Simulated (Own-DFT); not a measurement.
## Calculated data, AlGa₃N₄ (wurtzite random alloy, strained, atoms displaced)

All values are calculated (Own-DFT development build). A calculation, not a measurement: plane-wave PBEsol density functional theory by an unreviewed code, no spin, of a simulated periodic cell, stress positive in tension, free energy of the whole cell less one offset for each atom, forces on such cells passed a denser k mesh, this cell's mesh not checked; offsets are fitted by least squares, one for each functional and potential file, so energies compare only between cells with the same atoms and settings and are not formation energies; the far tail of each file's local potential was reset to the Coulomb form; each entry is a single point on an unrelaxed cell, so the pressure reflects the starting lattice, mostly measured values, from which strain is counted, and rises with the displacements; printed positions are rounded, which can move forces by about a meV/angstrom; the program is a retired in-house code; no spin-orbit coupling.

Settings shared by all entries: functional PBEsol; potential files PseudoDojo norm-conserving, scalar-relativistic, made for PBE, standard set; wave cutoff 42 hartree; occupations Fermi-Dirac; smearing width 0.1 eV; hardware one NVIDIA H200; k mesh 4 x 4 x 3 centred on Gamma.

(1) AlGa₃N₄ (wurtzite random alloy, strained, atoms displaced)

```
cell vectors (Å)
   9.7708     0.0000     0.0000
  -4.8854     8.4617     0.0000
   0.0000     0.0000    10.2685
atoms (fractions of the cell vectors)
Ga  0.11137  0.23284  0.00108
Ga  0.22573  0.10562  0.25111
N   0.12640  0.23268  0.19702
N   0.22196  0.10993  0.44036
Ga  0.11114  0.21997  0.49981
Al  0.22391  0.11383  0.74436
N   0.11442  0.22246  0.69003
N   0.22035  0.11120  0.94160
Ga  0.10289  0.54813  0.00036
Ga  0.21950  0.45149  0.24840
N   0.10421  0.55453  0.18770
N   0.23110  0.45181  0.42734
Ga  0.11650  0.56092  0.50810
Al  0.22559  0.43574  0.75001
N   0.11053  0.56251  0.67986
N   0.21833  0.45011  0.94455
Al  0.11081  0.89512  0.99327
Al  0.23027  0.77475  0.25854
N   0.11679  0.88882  0.18687
N   0.22620  0.77405  0.43472
Ga  0.12237  0.90014  0.50051
Ga  0.22123  0.78897  0.75075
N   0.11260  0.89822  0.68457
N   0.21407  0.78156  0.94405
Ga  0.44318  0.22187  0.00576
Al  0.56493  0.11871  0.24927
N   0.44179  0.22460  0.18066
N   0.55391  0.10766  0.43402
Ga  0.44198  0.22458  0.49652
Ga  0.55865  0.10603  0.75021
N   0.44097  0.21888  0.68627
N   0.56013  0.11007  0.93386
Ga  0.44442  0.56179  0.98806
Ga  0.55431  0.44322  0.25203
N   0.44945  0.55210  0.19479
N   0.55242  0.44722  0.43106
Ga  0.44038  0.54698  0.49686
Ga  0.56138  0.43983  0.75135
N   0.45031  0.55698  0.68401
N   0.56027  0.44532  0.93305
Ga  0.45480  0.90195  0.00580
Ga  0.55789  0.78133  0.24470
N   0.44427  0.88594  0.19153
N   0.56071  0.78030  0.43844
Ga  0.43883  0.88435  0.50128
Al  0.56490  0.78078  0.75440
N   0.44282  0.88733  0.68777
N   0.55170  0.77369  0.94008
Ga  0.77734  0.21434  0.00042
Ga  0.89247  0.10726  0.25381
N   0.77392  0.21704  0.18733
N   0.89304  0.11161  0.43539
Ga  0.77468  0.22032  0.50408
Ga  0.88780  0.10777  0.75382
N   0.77570  0.22651  0.67933
N   0.88604  0.10116  0.93398
Ga  0.78241  0.57449  0.99521
Ga  0.88197  0.44145  0.25466
N   0.77630  0.54995  0.18562
N   0.89294  0.44516  0.43938
Al  0.78262  0.55725  0.49698
Ga  0.89290  0.44141  0.75178
N   0.77884  0.55352  0.69136
N   0.89143  0.44485  0.93970
Ga  0.76851  0.88360  0.00493
Al  0.88781  0.78203  0.24734
N   0.77533  0.87950  0.18750
N   0.88719  0.77735  0.44162
Al  0.78054  0.89113  0.50386
Ga  0.88532  0.77415  0.74381
N   0.78017  0.88561  0.68466
N   0.88920  0.77508  0.94151
```

- free energy of cell above offsets: -4.268 eV
- pressure: -6.71 GPa
- stress xx: 11.55 GPa
- stress yy: 10.6 GPa
- stress zz: -2.02 GPa
- stress yz: 0.31 GPa
- stress xz: -0.07 GPa
- stress xy: -0.22 GPa
- wall time: 750.4 s

Force:
```tsv
element	x (eV/Å)	y (eV/Å)	z (eV/Å)
Ga	0.962	-1.251	0.73
Ga	-0.488	0.335	-0.825
N	-1.247	-1.424	-1.038
N	0.103	0.725	-0.19
Ga	-0.242	0.961	-0.837
Al	0.239	0.015	1.053
N	-0.131	0.14	0.388
N	-0.231	0.268	-1.28
Ga	-0.412	1.835	0.254
Ga	0.835	0.088	-1.138
N	0.357	0.675	0.823
N	-1.017	-0.915	2.907
Ga	0.211	-0.74	-3.46
Al	-0.535	1.641	-0.264
N	1.023	-0.615	3.968
N	0.938	-0.499	-2.024
Al	0.302	-0.41	1.246
Al	-1.304	-0.107	-2.635
N	-0.592	-0.671	0.306
N	-0.827	0.629	1.163
Ga	-0.501	-1.934	-0.95
Ga	0.587	-0.875	0.476
N	-0.057	-0.018	1.101
N	0.827	0.139	-0.589
Ga	-0.063	0.387	-2.665
Al	-1.034	-0.969	-0.128
N	1.551	-0.663	3.05
N	-0.279	0.507	0.082
Ga	0.942	0.119	0
Ga	-0.861	0.393	-1.156
N	0.08	-0.16	0.461
N	-0.301	0.479	1.022
Ga	0.674	-1.779	2.082
Ga	0.257	0.157	-1.863
N	-1.275	1.043	-1.714
N	1.744	-0.488	2.266
Ga	0.034	1.588	-0.42
Ga	-0.622	0.013	-1.216
N	-0.704	-0.112	1.763
N	-0.641	0.046	1.298
Ga	-1.293	-1.687	-0.707
Ga	0.081	-1.267	1.224
N	-0.334	1.137	0.347
N	0.191	0.283	0.46
Ga	1.292	0.261	-0.716
Al	-1.006	-0.659	-1.512
N	0.893	-0.246	0.983
N	-0.017	1.544	-0.864
Ga	-0.176	1.171	-0.405
Ga	0.102	0.613	-1.284
N	0.477	-0.16	0.544
N	-0.357	-0.694	1.826
Ga	0.19	0.158	-2.74
Ga	0.015	0.204	-1.813
N	0.853	-0.791	3.007
N	-0.223	0.62	1.658
Ga	0.625	-3.699	1.032
Ga	0.663	0.301	-1.095
N	-0.443	1.283	0.618
N	-0.848	0.053	0.817
Al	-0.361	-0.108	0.144
Ga	-0.365	0.653	-0.397
N	0.373	0	-1.238
N	-0.717	-0.837	-0.183
Ga	1.108	0.092	-1.089
Al	1.521	-1.034	0.487
N	0.276	1.116	0.61
N	0.058	0.206	-0.456
Al	-0.277	-0.531	-1.61
Ga	0.651	0.102	0.447
N	-1.065	0.452	1.004
N	-0.187	2.913	-1.144
```

(2) AlGa₃N₄ (wurtzite random alloy, strained, atoms displaced)

```
cell vectors (Å)
   9.7708     0.0000     0.0000
  -4.8854     8.4617     0.0000
   0.0000     0.0000    10.2685
atoms (fractions of the cell vectors)
Ga  0.11411  0.22371  0.00763
Ga  0.22646  0.11709  0.25184
N   0.11628  0.22111  0.18995
N   0.22075  0.10427  0.44088
Al  0.11206  0.21990  0.50286
Al  0.22626  0.11089  0.75057
N   0.11981  0.22950  0.68816
N   0.22282  0.11389  0.93536
Al  0.11112  0.55962  0.00205
Ga  0.21929  0.43791  0.24987
N   0.10999  0.54933  0.19247
N   0.22255  0.43559  0.43666
Ga  0.09991  0.55325  0.50336
Ga  0.22197  0.43481  0.75076
N   0.10040  0.55196  0.68630
N   0.22841  0.45081  0.93656
Ga  0.10791  0.88187  0.99232
Ga  0.21918  0.77936  0.24786
N   0.11154  0.88126  0.18452
N   0.21822  0.77814  0.44086
Ga  0.11388  0.89178  0.49328
Ga  0.21753  0.77099  0.75125
N   0.10821  0.87768  0.69128
N   0.21377  0.78498  0.93411
Ga  0.44864  0.22200  0.00634
Ga  0.55556  0.11589  0.25152
N   0.43949  0.22706  0.18807
N   0.55893  0.12008  0.43217
Al  0.45031  0.22309  0.49837
Ga  0.55233  0.11335  0.74591
N   0.44256  0.22610  0.68407
N   0.56180  0.11540  0.94043
Al  0.44199  0.55583  0.00916
Ga  0.55402  0.43813  0.24525
N   0.44946  0.55244  0.19160
N   0.55772  0.44121  0.43908
Ga  0.44312  0.55345  0.50112
Ga  0.56004  0.45034  0.75742
N   0.44497  0.54900  0.68750
N   0.55630  0.44288  0.94469
Al  0.44872  0.89711  0.99094
Ga  0.55503  0.77710  0.25180
N   0.43667  0.88167  0.18975
N   0.54921  0.77497  0.44854
Ga  0.44109  0.89909  0.49980
Ga  0.55490  0.77869  0.75553
N   0.44782  0.89510  0.68726
N   0.56027  0.78560  0.94595
Al  0.77235  0.22324  0.00697
Ga  0.89855  0.11439  0.25652
N   0.77682  0.22516  0.19151
N   0.87856  0.11192  0.43757
Ga  0.79044  0.23566  0.49542
Ga  0.88891  0.11263  0.75858
N   0.77102  0.21836  0.68831
N   0.88269  0.10051  0.93455
Ga  0.78095  0.55824  0.99583
Ga  0.88704  0.43456  0.25127
N   0.78375  0.55949  0.18289
N   0.88525  0.44415  0.43300
Ga  0.77511  0.55605  0.49415
Ga  0.86447  0.43920  0.75841
N   0.78052  0.55360  0.68653
N   0.87823  0.43946  0.93661
Ga  0.76901  0.88128  0.99936
Ga  0.89193  0.77384  0.25286
N   0.78012  0.89671  0.18523
N   0.89228  0.77215  0.44220
Al  0.78357  0.89656  0.50477
Al  0.89006  0.77567  0.75220
N   0.78363  0.89816  0.69301
N   0.88426  0.76155  0.94454
```

* free energy of cell above offsets: -4.280 eV
* pressure: -6.69 GPa
* stress xx: 11.04 GPa
* stress yy: 9.62 GPa
* stress zz: -0.58 GPa
* stress yz: 0.01 GPa
* stress xz: -0.09 GPa
* stress xy: 0.35 GPa
* wall time: 755.3 s

Force:
```tsv
element	x (eV/Å)	y (eV/Å)	z (eV/Å)
Ga	-0.272	-0.426	-2.14
Ga	0.114	-1.591	-0.224
N	-0.623	-0.094	0.655
N	-0.236	1.908	0.149
Al	-0.063	0.324	-0.284
Al	-0.334	-0.224	-0.614
N	0.001	-2.317	-0.332
N	0.237	-0.242	0.399
Al	-0.078	-0.398	-0.564
Ga	0.387	1.13	0.237
N	-0.102	0.232	-1.166
N	-0.746	-0.265	0.825
Ga	1.128	0.386	-0.735
Ga	-0.718	1.756	-0.486
N	0.65	-0.507	1.407
N	-0.583	0.274	1.709
Ga	-1.541	1.583	0.978
Ga	0.743	-0.762	0.507
N	-0.937	1.309	0.3
N	0.47	-0.227	-0.365
Ga	0.03	-1.16	1.444
Ga	0.189	-0.061	-1.443
N	-1.121	1.716	0.016
N	3.351	-1.712	1.111
Ga	-0.7	-0.121	-1.778
Ga	0.038	-0.996	-1.137
N	0.959	-1.018	0.684
N	-0.24	-0.102	1.714
Al	-0.602	0.334	0.039
Ga	0.063	0.187	0.104
N	0.035	-0.477	0.408
N	-0.267	-0.482	0.337
Al	0.503	0.064	-1.192
Ga	0.669	1.655	0.701
N	-0.905	0.249	-0.3
N	-0.543	-0.462	-0.245
Ga	0.062	-0.056	-0.551
Ga	-0.173	-0.669	-0.978
N	-0.349	1.005	1.101
N	-0.927	0.568	0.251
Al	-0.536	-0.578	1.253
Ga	-0.019	0.236	0.453
N	0.476	1.076	-1.152
N	0.986	1.035	-0.626
Ga	0.791	-0.868	-0.508
Ga	0.167	-0.05	-1.232
N	-0.288	-0.815	1.035
N	-1.825	-1.76	-0.405
Al	0.986	-0.156	-1.079
Ga	-1.016	-0.652	-1.593
N	0.448	-1.042	-0.727
N	2.357	-0.417	1.339
Ga	-1.328	-1.25	1.142
Ga	-0.014	0.663	-2.195
N	0.446	0.574	-0.115
N	-0.273	1.496	3.032
Ga	-0.394	-1.856	1.163
Ga	-0.503	1.782	-1.149
N	-0.172	-0.991	1.275
N	0.144	0.649	0.926
Ga	0.2	-0.487	0.611
Ga	2.629	-0.661	-1.776
N	-1.802	1.421	0.162
N	1.69	-0.267	2.222
Ga	1.775	0.882	0.17
Ga	-0.491	0.344	-0.928
N	0.428	-0.586	1.339
N	-1.512	1.439	-0.037
Al	-0.796	-1.065	-0.247
Al	-0.009	0.123	-0.374
N	0.74	-1.46	-0.408
N	-0.854	2.932	-2.116
```

(3) AlGa₃N₄ (wurtzite random alloy, strained, atoms displaced)

```
cell vectors (Å)
   9.7708     0.0000     0.0000
  -4.8854     8.4617     0.0000
   0.0000     0.0000    10.2685
atoms (fractions of the cell vectors)
Ga  0.12766  0.23162  0.99934
Al  0.21372  0.10772  0.25238
N   0.10614  0.22445  0.19333
N   0.21619  0.10191  0.43516
Al  0.11459  0.21717  0.49237
Ga  0.22192  0.10640  0.74532
N   0.11706  0.22703  0.67718
N   0.22349  0.10668  0.94016
Al  0.10269  0.54712  0.00002
Al  0.22595  0.44606  0.24406
N   0.11023  0.56140  0.18733
N   0.21899  0.44641  0.43534
Al  0.10927  0.54813  0.50453
Ga  0.22556  0.45705  0.75266
N   0.11024  0.55113  0.69716
N   0.22699  0.44891  0.93441
Ga  0.12128  0.88702  0.99877
Ga  0.22419  0.78444  0.24808
N   0.10957  0.88307  0.19008
N   0.22491  0.78789  0.44110
Ga  0.11168  0.89209  0.50430
Ga  0.22545  0.77801  0.74534
N   0.10974  0.89013  0.68521
N   0.23009  0.77905  0.94074
Ga  0.44878  0.22212  0.00318
Al  0.56310  0.10903  0.24998
N   0.45064  0.21261  0.19243
N   0.55484  0.11649  0.43938
Ga  0.44521  0.22169  0.50147
Ga  0.55946  0.11562  0.74973
N   0.45473  0.23311  0.68738
N   0.56537  0.11109  0.94363
Ga  0.44116  0.55238  0.99259
Al  0.56041  0.44727  0.25172
N   0.45507  0.55988  0.18763
N   0.55484  0.44017  0.43613
Ga  0.44528  0.56435  0.50127
Al  0.56609  0.44309  0.75348
N   0.45766  0.56808  0.68765
N   0.55544  0.44699  0.94448
Ga  0.44091  0.89322  0.00827
Ga  0.55582  0.77228  0.24852
N   0.44177  0.89084  0.20134
N   0.54867  0.76395  0.44383
Ga  0.43701  0.88551  0.49769
Ga  0.54208  0.76519  0.75730
N   0.44294  0.89454  0.68017
N   0.55587  0.78921  0.93785
Ga  0.76780  0.22773  0.00394
Ga  0.88531  0.10487  0.25187
N   0.77858  0.21541  0.19031
N   0.89730  0.11316  0.43626
Al  0.77830  0.22091  0.49758
Ga  0.87768  0.11162  0.75169
N   0.76773  0.21486  0.68264
N   0.88533  0.10312  0.93710
Ga  0.76717  0.54294  0.00298
Ga  0.89455  0.44953  0.25405
N   0.77948  0.54678  0.18806
N   0.88560  0.44733  0.43570
Ga  0.76913  0.55933  0.50306
Ga  0.87316  0.44289  0.74767
N   0.77353  0.55439  0.69274
N   0.89131  0.45293  0.94073
Ga  0.77812  0.89097  0.99918
Ga  0.89053  0.77884  0.25046
N   0.77549  0.88821  0.18562
N   0.88911  0.78903  0.44367
Ga  0.76702  0.87127  0.49890
Ga  0.88355  0.77451  0.75220
N   0.78162  0.88888  0.68784
N   0.89196  0.78566  0.93985
```

* free energy of cell above offsets: -4.159 eV
* pressure: -6.8 GPa
* stress xx: 9.56 GPa
* stress yy: 10.28 GPa
* stress zz: 0.58 GPa
* stress yz: -0.15 GPa
* stress xz: -0.44 GPa
* stress xy: -0.06 GPa
* wall time: 753.4 s

Force:
```tsv
element	x (eV/Å)	y (eV/Å)	z (eV/Å)
Ga	-1.413	-1.644	-0.209
Al	1.135	-0.05	-0.858
N	1.721	0.366	-0.385
N	-0.011	1.533	0.152
Al	-0.649	0.629	0.326
Ga	-0.659	1.159	0.156
N	-0.163	0.094	1.13
N	0.537	0.793	-0.183
Al	0.545	1.363	-0.011
Al	-0.513	0.453	0.752
N	1.4	-0.783	-0.473
N	0.287	-0.351	-0.073
Al	-0.544	0.729	-0.721
Ga	1.416	-2.016	-1.778
N	-1.486	0.651	-1.488
N	-1.016	-0.105	1.626
Ga	-1.535	-0.255	0.029
Ga	-0.074	-0.839	0.963
N	-0.704	1.478	0.002
N	-0.446	-2.208	0.016
Ga	-0.024	-0.482	-1.152
Ga	-0.418	0.395	0.28
N	0.356	-0.752	1.585
N	-0.499	-1.144	-0.254
Ga	-0.332	-0.5	0.089
Al	-0.76	0.317	0.777
N	-1.409	0.959	0.358
N	1.528	-0.51	-0.441
Ga	-0.224	-0.104	-0.952
Ga	-0.668	-1.082	-0.152
N	-0.347	-0.391	1.151
N	-2.251	-0.202	-0.997
Ga	0.377	1.623	0.994
Al	0.319	-0.92	-0.555
N	-0.763	-1.698	-0.085
N	-0.758	0.721	0.143
Ga	-0.038	-3.122	-0.004
Al	-2.13	0.226	-0.153
N	0.113	-2.751	0.794
N	0.029	-0.889	-1.572
Ga	1.018	-0.302	-0.173
Ga	-0.402	0.742	0.341
N	1.207	0.226	-0.883
N	-0.396	2.871	-1.628
Ga	0.815	0.94	-0.715
Ga	0.589	3.139	-1.202
N	0.404	-0.431	1.894
N	0.035	-1.205	1.307
Ga	2.996	0.032	0.099
Ga	-0.073	0.333	-0.512
N	-0.754	0.6	0.477
N	-1.18	-0.162	1.071
Al	-0.081	-0.114	-0.844
Ga	1.755	-0.441	-0.738
N	0.563	1.442	0.093
N	-0.026	2.147	0.596
Ga	0.626	2.338	-0.003
Ga	0.12	-0.789	-0.861
N	-1.365	0.651	0.949
N	0.772	-0.19	2.411
Ga	1.003	-0.149	-0.964
Ga	2.182	-0.564	0.291
N	-0.298	0.242	-0.259
N	0.109	-1.036	-0.424
Ga	0.121	-0.16	-0.559
Ga	-0.153	-0.455	-0.37
N	0.326	-0.431	0.931
N	1.46	-1.992	-0.936
Ga	-0.964	2.41	0.961
Ga	0.141	1.204	0.116
N	-1.033	-0.307	0.32
N	0.552	-1.281	0.39
```
